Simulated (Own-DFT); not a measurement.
# What a defect does to the pressure of its cell: L1_0 TiAl

The numbers are computed, not measured, by runs of the plane-wave DFT program Own-DFT (in-house, retired, unreviewed) at fixed positions, with no spin and no spin-orbit coupling.

Common settings: PBE; PseudoDojo norm-conserving scalar-relativistic files; cutoff 42 hartree; 4 x 4 x 4 k mesh centred on Gamma; cold (Marzari-Vanderbilt) smearing of 0.2 eV.

Keep in mind: forces on such cells failed a check on a denser k mesh; stress not checked against mesh or cutoff.

All runs share one cell, with vectors in Å (5.622, 5.622, 0.000); (-5.622, 5.622, 0.000); (0.000, 0.000, 8.133) and a volume of 514.0 Å³. u is the rms random offset of the atoms per axis. The defect's site can differ from row to row.

```
            cell   formula   u (Å)  P (GPa)
       no defect  Al16Ti16  0.0189     1.17
       no defect  Al16Ti16  0.0222     1.21
       no defect  Al16Ti16  0.0477     1.61
  one Ti vacancy  Al16Ti15  0.0302     0.44
  one Ti vacancy  Al16Ti15  0.0306     0.38
  one Ti vacancy  Al16Ti15  0.0335     0.59
two Al vacancies  Al14Ti16  0.0298    -0.55
two Al vacancies  Al14Ti16  0.0338    -0.32
two Al vacancies  Al14Ti16  0.0501    -0.30
two Al vacancies  Al14Ti16  0.0548        ?
```

## Worked fit

P = P0 + c u² + a shift for each defect gives P0 = 1.14 GPa, c = 185 ± 50 GPa/Å² and a scatter of 0.10 GPa. The shifts, and each times the cell's volume:

- one Ti vacancy: -0.85 ± 0.08 GPa, -2.7 eV
- two Al vacancies: -1.80 ± 0.08 GPa, -5.8 eV (-2.9 eV for each of its 2 sites)

A positive shift means that the defect pushes the cell outwards. Shift times volume (160.2 GPa Å³ is 1 eV) depends little on the cell's size, so, taken for each site, it can be compared between cells at like pressure. The atoms around the defects weren't relaxed, which would change these numbers.

## Test on the hidden row

Question: what pressure belongs in the blank (two Al vacancies, u = 0.0548 Å)?

The fitted form gives -0.11 ± 0.14 GPa. The run itself gave 0.11 GPa.
